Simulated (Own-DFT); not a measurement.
## Calculated data, Al₃GaN₄ (wurtzite random alloy, strained, atoms displaced)

All values are calculated (Own-DFT development build). A calculation, not a measurement: plane-wave density functional theory by an unreviewed code, no spin, of a simulated periodic cell, stress positive in tension, run twice, with PBE and with PBEsol, both on files made for PBE, so the change isn't that of files made for PBEsol, forces on such cells passed a denser k mesh, this cell's mesh not checked; the far tail of each file's local potential was reset to the Coulomb form; each entry is a single point on an unrelaxed cell, so the pressure reflects the starting lattice, mostly measured values (interpolated for alloys), from which strain is counted, and rises with the displacements; printed positions are rounded, which can move forces by about a meV/angstrom; the program, named Own-DFT, is a retired in-house code; no spin-orbit coupling; stress was not checked against mesh or cutoff.

Settings shared by all entries: functional PBE, then PBEsol; potential files PseudoDojo norm-conserving, scalar-relativistic, standard set; wave cutoff 42 hartree; occupations Fermi-Dirac; smearing width 0.1 eV; k mesh 4 x 4 x 3 centred on Gamma.

(1) 
```cif
# cell vector a (Å): 9.4407 0.0000 0.0000
# cell vector b (Å): -4.7204 8.1759 0.0000
# cell vector c (Å): 0.0000 0.0000 10.0655
data_Al3GaN4
_symmetry_space_group_name_H-M 'P 1'
_symmetry_Int_Tables_number 1
_cell_length_a 9.4407
_cell_length_b 9.4407
_cell_length_c 10.0655
_cell_angle_alpha 90.000
_cell_angle_beta 90.000
_cell_angle_gamma 120.000
_cell_volume 776.92
loop_
_atom_site_label
_atom_site_type_symbol
_atom_site_fract_x
_atom_site_fract_y
_atom_site_fract_z
_atom_site_occupancy
Al1 Al 0.11382 0.22558 0.00137 1
Al2 Al 0.22477 0.11412 0.25052 1
N1 N 0.11115 0.21728 0.18650 1
N2 N 0.20818 0.09527 0.43535 1
Al3 Al 0.12004 0.22596 0.49879 1
Al4 Al 0.21079 0.10220 0.75062 1
N3 N 0.10511 0.21588 0.69065 1
N4 N 0.22900 0.11934 0.93886 1
Al5 Al 0.10501 0.56172 0.00302 1
Ga1 Ga 0.21848 0.44618 0.25270 1
N5 N 0.11458 0.56429 0.19090 1
N6 N 0.21196 0.44100 0.43973 1
Al6 Al 0.12253 0.56064 0.50321 1
Al7 Al 0.22258 0.43900 0.74452 1
N7 N 0.11670 0.55054 0.69117 1
N8 N 0.22224 0.44361 0.94038 1
Al8 Al 0.10490 0.88910 0.00355 1
Al9 Al 0.22575 0.77382 0.24796 1
N9 N 0.11655 0.89353 0.19068 1
N10 N 0.22245 0.78762 0.43354 1
Ga2 Ga 0.10558 0.88629 0.49906 1
Al10 Al 0.21858 0.77160 0.75586 1
N11 N 0.10787 0.88736 0.68132 1
N12 N 0.21253 0.76944 0.94485 1
Al11 Al 0.43588 0.21969 0.99624 1
Al12 Al 0.55315 0.11743 0.24241 1
N13 N 0.44403 0.21218 0.19273 1
N14 N 0.55301 0.11632 0.43688 1
Al13 Al 0.45463 0.22783 0.49856 1
Al14 Al 0.54922 0.11068 0.75455 1
N15 N 0.44398 0.22788 0.69126 1
N16 N 0.56318 0.11260 0.94220 1
Ga3 Ga 0.45002 0.55832 0.00328 1
Al15 Al 0.54183 0.44070 0.24964 1
N17 N 0.44244 0.55737 0.18700 1
N18 N 0.56035 0.44910 0.43934 1
Ga4 Ga 0.45605 0.56380 0.49800 1
Ga5 Ga 0.55362 0.44790 0.75913 1
N19 N 0.44933 0.54970 0.68955 1
N20 N 0.54802 0.43965 0.94058 1
Al16 Al 0.44213 0.86740 0.99862 1
Al17 Al 0.56325 0.77793 0.25494 1
N21 N 0.43942 0.88048 0.19267 1
N22 N 0.55913 0.78147 0.43609 1
Ga6 Ga 0.44023 0.89199 0.49947 1
Al18 Al 0.55050 0.77544 0.76352 1
N23 N 0.44425 0.88882 0.68476 1
N24 N 0.55417 0.76712 0.94887 1
Al19 Al 0.78225 0.22098 0.99307 1
Al20 Al 0.89173 0.11569 0.25685 1
N25 N 0.76872 0.21415 0.19300 1
N26 N 0.89941 0.11157 0.44254 1
Al21 Al 0.78249 0.21941 0.49716 1
Al22 Al 0.88748 0.10836 0.75173 1
N27 N 0.76852 0.22146 0.68991 1
N28 N 0.88486 0.11035 0.93964 1
Ga7 Ga 0.77162 0.55202 0.99398 1
Al23 Al 0.88238 0.44679 0.25574 1
N29 N 0.77937 0.56146 0.19238 1
N30 N 0.88254 0.44700 0.43468 1
Al24 Al 0.77340 0.55352 0.49917 1
Al25 Al 0.89580 0.43949 0.74318 1
N31 N 0.78055 0.55261 0.69712 1
N32 N 0.88536 0.44875 0.93356 1
Ga8 Ga 0.78700 0.88913 0.00198 1
Al26 Al 0.89511 0.78498 0.25021 1
N33 N 0.77425 0.89048 0.19496 1
N34 N 0.88705 0.77277 0.44527 1
Al27 Al 0.78861 0.88514 0.48930 1
Ga9 Ga 0.89004 0.78504 0.74857 1
N35 N 0.78274 0.89064 0.69156 1
N36 N 0.87868 0.76515 0.94308 1
_calc_PBE_pressure 4.36  # GPa
_calc_PBE_stress_xx -3.57  # GPa
_calc_PBE_stress_yy -3.37  # GPa
_calc_PBE_stress_zz -6.15  # GPa
_calc_PBE_stress_yz 0.58  # GPa
_calc_PBE_stress_xz 0.29  # GPa
_calc_PBE_stress_xy 1.47  # GPa
_calc_PBEsol_pressure 1.26  # GPa
_calc_PBEsol_stress_xx -0.52  # GPa
_calc_PBEsol_stress_yy -0.29  # GPa
_calc_PBEsol_stress_zz -2.96  # GPa
_calc_PBEsol_stress_yz 0.54  # GPa
_calc_PBEsol_stress_xz 0.29  # GPa
_calc_PBEsol_stress_xy 1.47  # GPa
_calc_rms_change_of_force_components_from_PBE_to_PBEsol 0.071  # eV/angstrom
```

Force:
```csv
force element,PBE force x (eV/Å),PBE force y (eV/Å),PBE force z (eV/Å),PBEsol force x (eV/Å),PBEsol force y (eV/Å),PBEsol force z (eV/Å)
Al,-0.369,0.141,-0.623,-0.365,0.125,-0.63
Al,0.079,-0.954,-0.13,0.082,-0.941,-0.139
N,-0.461,0.1,0.552,-0.464,0.236,0.612
N,0.774,4.091,0.074,0.787,3.848,0.159
Al,-0.214,-1.179,0.42,-0.195,-1.178,0.424
Al,1.147,1.2,-0.71,1.136,1.197,-0.712
N,0.307,0.542,-0.249,0.296,0.536,-0.249
N,-1.776,-2.193,-0.189,-1.787,-2.185,-0.188
Al,0.659,-2.281,-0.134,0.667,-2.295,-0.13
Ga,0.059,-0.194,-1.206,0.063,-0.173,-1.18
N,-1.32,-1.66,-0.348,-1.181,-1.754,-0.281
N,1.349,0.276,1.045,1.456,0.336,0.882
Al,-2.08,0.489,-0.838,-2.091,0.517,-0.841
Al,0.681,-0.127,1.21,0.703,-0.131,1.199
N,-0.395,0.695,-0.482,-0.386,0.693,-0.466
N,-1.111,0.193,-0.496,-0.985,0.289,-0.447
Al,0.719,-0.004,-0.095,0.707,0.005,-0.116
Al,-0.891,1.466,0.198,-0.898,1.477,0.196
N,-0.48,-0.428,-0.238,-0.456,-0.427,-0.213
N,0.833,-2.545,0.445,0.81,-2.356,0.569
Ga,0.663,-0.507,-0.566,0.647,-0.485,-0.548
Al,-0.197,0.551,-0.989,-0.209,0.548,-1.004
N,1.613,0.097,3.226,1.461,0.002,3.051
N,0.447,1.984,-0.985,0.439,1.997,-0.963
Al,2.426,0.08,0.867,2.44,0.082,0.876
Al,1.894,-2.628,1.196,1.903,-2.66,1.194
N,-2.813,2.471,-1.307,-2.819,2.473,-1.309
N,1.444,0.272,-0.331,1.456,0.112,-0.291
Al,-1.436,-0.574,0.705,-1.472,-0.576,0.707
Al,0.194,0.333,-0.671,0.187,0.331,-0.683
N,-0.307,-1.892,-0.379,-0.317,-1.712,-0.305
N,-1.368,-1.293,-0.048,-1.365,-1.298,-0.02
Ga,-1.137,-2.497,-0.172,-1.104,-2.432,-0.158
Al,1.924,0.321,-0.349,1.91,0.308,-0.366
N,0.707,-0.026,2.297,0.553,-0.084,2.134
N,-0.299,-1.24,-0.859,-0.448,-1.136,-0.803
Ga,-0.996,-0.533,0.591,-0.953,-0.519,0.595
Ga,1.816,-0.814,-1.682,1.768,-0.788,-1.645
N,-2.735,1.911,0.371,-2.542,1.811,0.283
N,0.338,-0.841,1.744,0.332,-0.641,1.638
Al,-1.874,2.545,1.6,-1.885,2.544,1.598
Al,-1.853,0.027,-1.255,-1.87,0.006,-1.283
N,1.113,0.75,-0.788,1.125,0.757,-0.772
N,0.771,0.653,0.646,0.64,0.554,0.773
Ga,0.659,0.421,-1.059,0.631,0.414,-1.026
Al,0.952,0.103,-2.51,0.974,0.091,-2.516
N,-0.231,-0.577,3.171,-0.235,-0.569,2.956
N,0.096,2.399,-1.935,0.26,2.23,-1.789
Al,-1.197,0.896,1.311,-1.199,0.91,1.325
Al,-0.349,-0.289,-1.143,-0.343,-0.276,-1.155
N,1.426,1.59,-0.58,1.425,1.586,-0.579
N,-0.874,-0.026,-0.042,-0.853,-0.029,-0.024
Al,-1.087,0.244,0.103,-1.077,0.234,0.095
Al,-0.845,0.212,-0.826,-0.845,0.212,-0.83
N,1.527,-0.554,-0.319,1.507,-0.564,-0.306
N,1.583,0.442,-0.269,1.603,0.266,-0.205
Ga,0.238,-1.337,1.573,0.226,-1.285,1.519
Al,0.471,-0.269,-1.847,0.494,-0.282,-1.882
N,-0.804,-0.488,0.304,-0.821,-0.486,0.166
N,1.534,-0.356,2.163,1.534,-0.354,2.181
Al,0.901,0.106,1.131,0.891,0.12,1.151
Al,-1.62,0.423,0.609,-1.606,0.431,0.601
N,0.364,0.134,-1.533,0.225,0.208,-1.412
N,2.065,-1.322,0.307,1.882,-1.223,0.352
Ga,-1.237,0.273,0.632,-1.222,0.242,0.619
Al,-0.025,-0.789,0.043,-0.018,-0.77,0.04
N,1.508,0.511,0.563,1.517,0.522,0.404
N,-0.394,-0.936,-1.791,-0.2,-0.856,-1.737
Al,-2.262,1.071,1.904,-2.265,1.079,1.923
Ga,0.686,-1.919,0.182,0.649,-1.889,0.17
N,-2.459,0.268,-0.716,-2.279,0.157,-0.664
N,1.526,2.994,-0.49,1.369,2.864,-0.522
```

(2) 
```cif
# cell vector a (Å): 9.4407 0.0000 0.0000
# cell vector b (Å): -4.7204 8.1759 0.0000
# cell vector c (Å): 0.0000 0.0000 10.0655
data_Al3GaN4
_symmetry_space_group_name_H-M 'P 1'
_symmetry_Int_Tables_number 1
_cell_length_a 9.4407
_cell_length_b 9.4407
_cell_length_c 10.0655
_cell_angle_alpha 90.000
_cell_angle_beta 90.000
_cell_angle_gamma 120.000
_cell_volume 776.92
loop_
_atom_site_label
_atom_site_type_symbol
_atom_site_fract_x
_atom_site_fract_y
_atom_site_fract_z
_atom_site_occupancy
Ga1 Ga 0.11423 0.22933 0.99850 1
Al1 Al 0.22838 0.11480 0.25205 1
N1 N 0.12093 0.23106 0.18889 1
N2 N 0.22498 0.10174 0.43777 1
Al2 Al 0.10649 0.21852 0.49615 1
Al3 Al 0.22326 0.11321 0.74855 1
N3 N 0.12199 0.22228 0.69097 1
N4 N 0.22052 0.10551 0.93275 1
Al4 Al 0.11237 0.55132 0.99617 1
Al5 Al 0.22142 0.44224 0.25011 1
N5 N 0.11463 0.55747 0.19652 1
N6 N 0.22412 0.44423 0.43634 1
Al6 Al 0.10094 0.55015 0.49553 1
Ga2 Ga 0.22781 0.44708 0.76057 1
N7 N 0.11180 0.55327 0.69887 1
N8 N 0.21351 0.43061 0.93905 1
Al7 Al 0.10865 0.88346 0.99552 1
Ga3 Ga 0.21574 0.77035 0.25159 1
N9 N 0.11370 0.89129 0.19542 1
N10 N 0.21345 0.77428 0.43517 1
Ga4 Ga 0.12153 0.90943 0.50425 1
Al8 Al 0.22115 0.77661 0.75073 1
N11 N 0.11772 0.89064 0.68698 1
N12 N 0.21749 0.78361 0.94305 1
Al9 Al 0.44606 0.22504 0.99699 1
Al10 Al 0.56335 0.10834 0.24925 1
N13 N 0.43406 0.21854 0.19358 1
N14 N 0.54906 0.10713 0.44311 1
Ga5 Ga 0.45109 0.23123 0.49752 1
Al11 Al 0.53910 0.09818 0.74511 1
N15 N 0.44527 0.20922 0.68256 1
N16 N 0.55658 0.11459 0.93724 1
Ga6 Ga 0.44790 0.54782 0.00648 1
Ga7 Ga 0.53874 0.43521 0.25432 1
N17 N 0.44572 0.55052 0.20073 1
N18 N 0.56428 0.45016 0.43894 1
Al12 Al 0.45940 0.56378 0.49825 1
Al13 Al 0.55886 0.44294 0.75107 1
N19 N 0.44603 0.55294 0.68179 1
N20 N 0.55302 0.44405 0.94003 1
Al14 Al 0.44401 0.88865 0.00026 1
Ga8 Ga 0.54999 0.77201 0.25305 1
N21 N 0.44195 0.87266 0.18902 1
N22 N 0.56753 0.78007 0.43548 1
Al15 Al 0.45154 0.87973 0.49520 1
Al16 Al 0.54185 0.76785 0.74675 1
N23 N 0.44702 0.87636 0.69079 1
N24 N 0.55388 0.78150 0.94174 1
Al17 Al 0.77998 0.22372 0.99713 1
Al18 Al 0.89268 0.11560 0.26204 1
N25 N 0.77390 0.22150 0.19360 1
N26 N 0.88864 0.11632 0.43594 1
Al19 Al 0.78323 0.22640 0.49698 1
Al20 Al 0.88189 0.10836 0.74626 1
N27 N 0.78000 0.23240 0.69362 1
N28 N 0.89143 0.11198 0.93890 1
Al21 Al 0.78536 0.55580 0.99841 1
Al22 Al 0.88870 0.44729 0.24895 1
N29 N 0.77469 0.55043 0.19218 1
N30 N 0.88589 0.44514 0.43801 1
Al23 Al 0.77811 0.55398 0.49765 1
Al24 Al 0.89203 0.44487 0.74958 1
N31 N 0.77918 0.55327 0.69265 1
N32 N 0.88850 0.44618 0.93565 1
Ga9 Ga 0.76591 0.87907 0.99768 1
Al25 Al 0.88922 0.77595 0.25276 1
N33 N 0.78108 0.90249 0.18563 1
N34 N 0.89148 0.77617 0.44139 1
Al26 Al 0.77344 0.88615 0.49405 1
Al27 Al 0.88711 0.77417 0.75227 1
N35 N 0.78612 0.88674 0.68540 1
N36 N 0.89406 0.77338 0.94731 1
_calc_PBE_pressure 4.75  # GPa
_calc_PBE_stress_xx -3.26  # GPa
_calc_PBE_stress_yy -4.56  # GPa
_calc_PBE_stress_zz -6.43  # GPa
_calc_PBE_stress_yz 0.78  # GPa
_calc_PBE_stress_xz -0.55  # GPa
_calc_PBE_stress_xy 1.46  # GPa
_calc_PBEsol_pressure 1.64  # GPa
_calc_PBEsol_stress_xx -0.25  # GPa
_calc_PBEsol_stress_yy -1.47  # GPa
_calc_PBEsol_stress_zz -3.19  # GPa
_calc_PBEsol_stress_yz 0.76  # GPa
_calc_PBEsol_stress_xz -0.54  # GPa
_calc_PBEsol_stress_xy 1.46  # GPa
_calc_rms_change_of_force_components_from_PBE_to_PBEsol 0.073  # eV/angstrom
```

Force:
```csv
force element,PBE force x (eV/Å),PBE force y (eV/Å),PBE force z (eV/Å),PBEsol force x (eV/Å),PBEsol force y (eV/Å),PBEsol force z (eV/Å)
Ga,0.427,-4.36,0.856,0.42,-4.257,0.828
Al,-1.485,-1.598,-0.46,-1.496,-1.591,-0.455
N,-0.61,-1.205,1.467,-0.609,-1.217,1.284
N,-1.671,5.485,-1.541,-1.539,5.289,-1.371
Al,1.43,0.991,0.851,1.442,0.981,0.852
Al,0.75,-0.763,-0.123,0.761,-0.752,-0.147
N,-2.056,-0.341,-1.218,-2.075,-0.185,-1.148
N,0.708,0.474,0.948,0.591,0.537,1.002
Al,-0.788,0.784,0.743,-0.776,0.792,0.739
Al,-0.228,0.593,0.412,-0.22,0.619,0.394
N,-0.264,-2.679,-2.156,-0.267,-2.454,-2.076
N,0.072,0.094,0.881,0.082,0.102,0.883
Al,1.519,1.03,0.71,1.524,1.018,0.715
Ga,-0.029,-0.79,-3.283,-0.029,-0.795,-3.208
N,-0.544,0.687,-1.386,-0.385,0.603,-1.323
N,0.142,4.575,1.544,0.268,4.379,1.447
Al,-0.554,1.918,1.85,-0.565,1.935,1.868
Ga,0.013,1.84,-0.45,0.009,1.792,-0.417
N,-1.088,0.251,-1.413,-0.933,0.161,-1.35
N,1.922,-0.302,2.689,1.788,-0.21,2.528
Ga,0.216,-5.326,0.001,0.232,-5.212,-0.004
Al,-0.083,-0.079,-0.245,-0.063,-0.072,-0.248
N,-0.536,-0.404,2.42,-0.55,-0.385,2.214
N,2.433,-1.637,-0.835,2.429,-1.636,-0.832
Al,-0.497,-1.192,0.529,-0.515,-1.17,0.546
Al,-2.039,-0.843,0.325,-2.062,-0.85,0.328
N,2.517,-0.578,-1.513,2.528,-0.387,-1.445
N,2.378,-0.583,-0.872,2.211,-0.483,-0.8
Ga,-0.246,-1.121,-0.128,-0.228,-1.127,-0.112
Al,2.385,0.674,0.51,2.405,0.655,0.495
N,-1.676,1.832,1.935,-1.692,1.854,1.727
N,-0.021,-0.594,0.3,-0.017,-0.59,0.29
Ga,-1.583,1.215,0.179,-1.518,1.179,0.177
Ga,3.143,-0.045,-0.492,3.074,-0.039,-0.476
N,-2.329,0.466,-1.551,-2.136,0.523,-1.566
N,-0.646,0.546,1.247,-0.662,0.352,1.099
Al,-1.477,-1.463,-0.36,-1.492,-1.469,-0.391
Al,-0.108,-0.549,-0.742,-0.13,-0.565,-0.748
N,0.926,0.2,1.169,0.791,0.109,1.226
N,1.873,-0.458,-0.674,1.703,-0.345,-0.586
Al,-0.639,0.354,0.225,-0.643,0.352,0.218
Ga,1.754,0.658,-1.57,1.705,0.639,-1.538
N,-1.393,2.669,-0.652,-1.346,2.479,-0.513
N,-1.361,-0.674,1.859,-1.365,-0.689,1.629
Al,-2.491,0.627,0.237,-2.501,0.62,0.226
Al,3.038,0.054,1.002,3.068,0.036,1.018
N,-2.099,1.153,-0.987,-2.116,1.151,-0.993
N,-1.385,-1.874,-1.6,-1.188,-1.9,-1.478
Al,0.044,-0.414,0.11,0.047,-0.408,0.121
Al,0.105,0.044,-4.241,0.104,0.062,-4.266
N,1.265,0.762,-0.634,1.286,0.765,-0.632
N,0.367,-0.815,2.464,0.36,-0.825,2.485
Al,-1.529,-0.225,0.901,-1.54,-0.224,0.898
Al,1.054,0.481,0.465,1.061,0.489,0.452
N,0.188,-2.16,-1.185,0.158,-2.156,-1.166
N,-1.256,-0.108,-0.806,-1.1,-0.168,-0.698
Al,-0.913,-0.349,0.934,-0.949,-0.361,0.935
Al,0.05,-0.411,-0.177,0.057,-0.412,-0.174
N,-0.028,0.73,-0.684,-0.161,0.663,-0.63
N,0.163,-0.532,0.145,0.153,-0.531,0.135
Al,0.522,1.011,0.64,0.534,1.001,0.645
Al,-0.36,0.272,0.06,-0.359,0.277,0.055
N,-0.244,0.12,-0.403,-0.238,0.117,-0.404
N,0.833,-0.412,1.026,0.838,-0.411,1.014
Ga,1.995,1.887,0.426,1.941,1.849,0.446
Al,-0.155,0.524,-0.738,-0.171,0.511,-0.752
N,0.959,-1.136,1.986,0.837,-1.215,1.845
N,-1.23,0.139,-0.192,-1.096,0.223,-0.128
Al,2.516,0.732,0.999,2.525,0.76,0.991
Al,0.824,0.43,-0.31,0.826,0.433,-0.303
N,-1.77,0.056,0.216,-1.774,0.044,0.209
N,-1.121,-0.335,-1.639,-1.251,-0.26,-1.589
```

(3) 
```cif
# cell vector a (Å): 9.4407 0.0000 0.0000
# cell vector b (Å): -4.7204 8.1759 0.0000
# cell vector c (Å): 0.0000 0.0000 10.0655
data_Al3GaN4
_symmetry_space_group_name_H-M 'P 1'
_symmetry_Int_Tables_number 1
_cell_length_a 9.4407
_cell_length_b 9.4407
_cell_length_c 10.0655
_cell_angle_alpha 90.000
_cell_angle_beta 90.000
_cell_angle_gamma 120.000
_cell_volume 776.92
loop_
_atom_site_label
_atom_site_type_symbol
_atom_site_fract_x
_atom_site_fract_y
_atom_site_fract_z
_atom_site_occupancy
Al1 Al 0.11297 0.21771 0.00268 1
Al2 Al 0.22304 0.10838 0.25349 1
N1 N 0.12118 0.22376 0.19642 1
N2 N 0.22091 0.10913 0.43392 1
Ga1 Ga 0.10734 0.21899 0.50088 1
Al3 Al 0.21906 0.09762 0.75267 1
N3 N 0.11038 0.21978 0.69163 1
N4 N 0.22083 0.10984 0.94294 1
Al4 Al 0.10882 0.55452 0.99844 1
Al5 Al 0.21726 0.43787 0.26015 1
N5 N 0.10481 0.54626 0.18576 1
N6 N 0.22537 0.44015 0.44837 1
Al6 Al 0.10826 0.55409 0.49764 1
Ga2 Ga 0.22600 0.44283 0.73786 1
N7 N 0.11926 0.56380 0.69255 1
N8 N 0.21670 0.44025 0.93625 1
Ga3 Ga 0.11250 0.88335 0.00074 1
Al7 Al 0.22052 0.77599 0.24514 1
N9 N 0.11183 0.88887 0.19141 1
N10 N 0.22939 0.77086 0.43723 1
Ga4 Ga 0.10289 0.87861 0.49435 1
Al8 Al 0.22810 0.78859 0.74911 1
N11 N 0.11548 0.88280 0.68922 1
N12 N 0.22180 0.76668 0.94559 1
Al9 Al 0.43226 0.22335 0.99696 1
Al10 Al 0.55532 0.11873 0.25894 1
N13 N 0.43925 0.22727 0.19610 1
N14 N 0.55260 0.11267 0.44016 1
Al11 Al 0.44067 0.21903 0.50133 1
Ga5 Ga 0.55722 0.11324 0.74892 1
N15 N 0.44507 0.22267 0.68541 1
N16 N 0.54166 0.10566 0.94275 1
Al12 Al 0.42985 0.55046 0.99860 1
Al13 Al 0.55444 0.44155 0.24976 1
N17 N 0.43953 0.55302 0.18966 1
N18 N 0.56254 0.43837 0.44392 1
Ga6 Ga 0.44534 0.54997 0.49361 1
Al14 Al 0.54815 0.43859 0.74997 1
N19 N 0.45264 0.56459 0.68995 1
N20 N 0.55444 0.45019 0.94211 1
Al15 Al 0.43506 0.88919 0.99932 1
Ga7 Ga 0.55481 0.78736 0.24963 1
N21 N 0.44941 0.89430 0.18433 1
N22 N 0.55745 0.77465 0.43411 1
Al16 Al 0.44176 0.88685 0.49564 1
Al17 Al 0.55973 0.78105 0.74389 1
N23 N 0.44446 0.89451 0.69342 1
N24 N 0.54954 0.77391 0.94173 1
Al18 Al 0.78214 0.22394 0.99308 1
Al19 Al 0.88987 0.10476 0.25114 1
N25 N 0.78256 0.21826 0.19089 1
N26 N 0.89251 0.11597 0.44656 1
Ga8 Ga 0.77791 0.22210 0.49641 1
Al20 Al 0.89019 0.11589 0.74623 1
N27 N 0.77320 0.22542 0.69509 1
N28 N 0.89085 0.11432 0.94091 1
Al21 Al 0.78157 0.55576 0.99999 1
Al22 Al 0.89151 0.45046 0.25263 1
N29 N 0.77552 0.55096 0.19381 1
N30 N 0.88965 0.44355 0.45004 1
Al23 Al 0.76102 0.54618 0.50025 1
Al24 Al 0.87325 0.44044 0.74834 1
N31 N 0.78127 0.54815 0.69113 1
N32 N 0.88561 0.44729 0.93865 1
Al25 Al 0.78274 0.89522 0.00744 1
Al26 Al 0.89176 0.77990 0.24793 1
N33 N 0.77791 0.90313 0.18329 1
N34 N 0.89113 0.77406 0.43998 1
Al27 Al 0.78203 0.89388 0.49522 1
Ga9 Ga 0.87656 0.76977 0.75163 1
N35 N 0.78014 0.88280 0.69197 1
N36 N 0.88828 0.77961 0.93787 1
_calc_PBE_pressure 3.91  # GPa
_calc_PBE_stress_xx -3.86  # GPa
_calc_PBE_stress_yy -3.87  # GPa
_calc_PBE_stress_zz -4.01  # GPa
_calc_PBE_stress_yz -0.27  # GPa
_calc_PBE_stress_xz -1.15  # GPa
_calc_PBE_stress_xy -0.44  # GPa
_calc_PBEsol_pressure 0.83  # GPa
_calc_PBEsol_stress_xx -0.79  # GPa
_calc_PBEsol_stress_yy -0.83  # GPa
_calc_PBEsol_stress_zz -0.87  # GPa
_calc_PBEsol_stress_yz -0.29  # GPa
_calc_PBEsol_stress_xz -1.15  # GPa
_calc_PBEsol_stress_xy -0.44  # GPa
_calc_rms_change_of_force_components_from_PBE_to_PBEsol 0.072  # eV/angstrom
```

Force:
```csv
force element,PBE force x (eV/Å),PBE force y (eV/Å),PBE force z (eV/Å),PBEsol force x (eV/Å),PBEsol force y (eV/Å),PBEsol force z (eV/Å)
Al,-1.071,1.075,-0.027,-1.074,1.06,-0.022
Al,-0.094,0.359,-0.885,-0.099,0.337,-0.911
N,-1.275,-0.958,-0.547,-1.263,-0.952,-0.543
N,0.68,-0.181,1.334,0.534,-0.253,1.441
Ga,1.515,-0.058,0.471,1.477,-0.041,0.476
Al,-0.538,1.31,-0.61,-0.535,1.311,-0.613
N,0.577,-1.588,0.34,0.595,-1.39,0.225
N,-0.422,-0.229,-0.966,-0.427,-0.406,-0.913
Al,0.371,-1.572,-0.498,0.353,-1.582,-0.505
Al,0.457,0.792,-1.393,0.45,0.802,-1.377
N,0.341,0.992,1.202,0.356,0.985,1.191
N,-1.877,0.583,-1.304,-1.706,0.499,-1.163
Al,0.812,0.17,1.614,0.825,0.154,1.614
Ga,-0.783,0.891,1.475,-0.777,0.873,1.444
N,-1.47,-0.367,-0.857,-1.33,-0.453,-0.793
N,-0.128,-0.6,0.795,-0.138,-0.607,0.632
Ga,-0.334,-0.037,-0.351,-0.332,-0.031,-0.337
Al,1.036,-0.327,0.017,1.036,-0.333,0.002
N,-0.128,-0.223,0.859,-0.124,-0.216,0.685
N,-0.946,-0.056,-0.935,-1.072,0.006,-0.894
Ga,2.001,1.116,0.935,1.935,1.09,0.933
Al,0.925,-2.456,0.66,0.928,-2.448,0.686
N,-1.36,0.856,0.25,-1.497,0.77,0.114
N,-0.744,1.139,-1.224,-0.881,1.216,-1.18
Al,2.2,0.774,1.087,2.204,0.779,1.089
Al,0.638,-0.335,-2.654,0.65,-0.332,-2.663
N,1.067,-0.938,-0.859,1.055,-0.943,-0.861
N,-0.199,-0.944,0.585,-0.054,-0.854,0.661
Al,-0.223,-0.284,-0.453,-0.23,-0.282,-0.452
Ga,-0.837,-0.268,1.007,-0.823,-0.266,0.976
N,-1.532,-0.001,0.643,-1.378,-0.091,0.708
N,0.559,1.333,0.357,0.566,1.342,0.205
Al,1.046,1.045,0.175,1.049,1.048,0.17
Al,-0.724,0.832,-0.205,-0.729,0.856,-0.188
N,0.121,-0.319,0.7,0.114,-0.184,0.741
N,-2.264,-1.26,-1.645,-2.424,-1.211,-1.613
Ga,0.533,0.801,0.947,0.505,0.774,0.94
Al,0.436,0.95,0.4,0.444,0.95,0.39
N,0.974,-0.77,-0.471,0.821,-0.863,-0.574
N,0.139,-0.857,-0.311,0.137,-0.836,-0.297
Al,2.146,-0.187,-0.192,2.146,-0.188,-0.206
Ga,0.516,-1.486,-1.442,0.498,-1.452,-1.41
N,-2.357,0.757,1.025,-2.177,0.676,1.094
N,0.052,1.516,1.945,0.039,1.344,1.795
Al,0.723,0.245,0.881,0.739,0.261,0.886
Al,-0.756,0.101,1.76,-0.76,0.118,1.756
N,0.984,-1.263,-1.666,0.984,-1.067,-1.6
N,0.346,0.847,-0.373,0.346,0.843,-0.365
Al,-1.261,-0.34,1.307,-1.276,-0.34,1.292
Al,-0.187,2.538,0.014,-0.176,2.554,0.04
N,-0.987,0.835,0.397,-0.979,0.825,0.392
N,-0.535,-2.067,-1.705,-0.523,-1.849,-1.583
Ga,-0.704,-0.003,0.944,-0.689,0.012,0.934
Al,0.108,-0.613,0.887,0.099,-0.622,0.867
N,2.081,-0.251,-0.536,1.897,-0.361,-0.619
N,0.442,-0.357,-0.545,0.453,-0.356,-0.544
Al,-1.393,-0.008,0.163,-1.39,0.002,0.162
Al,0.279,-1.655,-0.032,0.274,-1.663,-0.019
N,-0.117,1.119,-0.365,-0.12,1.115,-0.36
N,-0.669,1.271,-1.777,-0.692,1.075,-1.706
Al,3.67,1.85,1.098,3.684,1.881,1.109
Al,3.766,0.489,0.861,3.796,0.487,0.866
N,-3.431,0.477,-1.224,-3.459,0.655,-1.172
N,0.463,-0.495,-0.048,0.473,-0.494,-0.053
Al,-1.219,-0.851,-2.942,-1.216,-0.854,-2.97
Al,-0.774,-0.467,-0.077,-0.792,-0.462,-0.088
N,2.134,-2.002,2.089,1.979,-2.092,2.155
N,-2.624,-0.918,-0.945,-2.422,-0.822,-0.867
Al,0.087,-1.082,0.864,0.105,-1.084,0.866
Ga,2.132,-0.199,-0.228,2.085,-0.187,-0.217
N,-2.051,2.234,-1.784,-1.852,2.115,-1.703
N,-0.347,-0.425,1.988,-0.215,-0.35,1.843
```
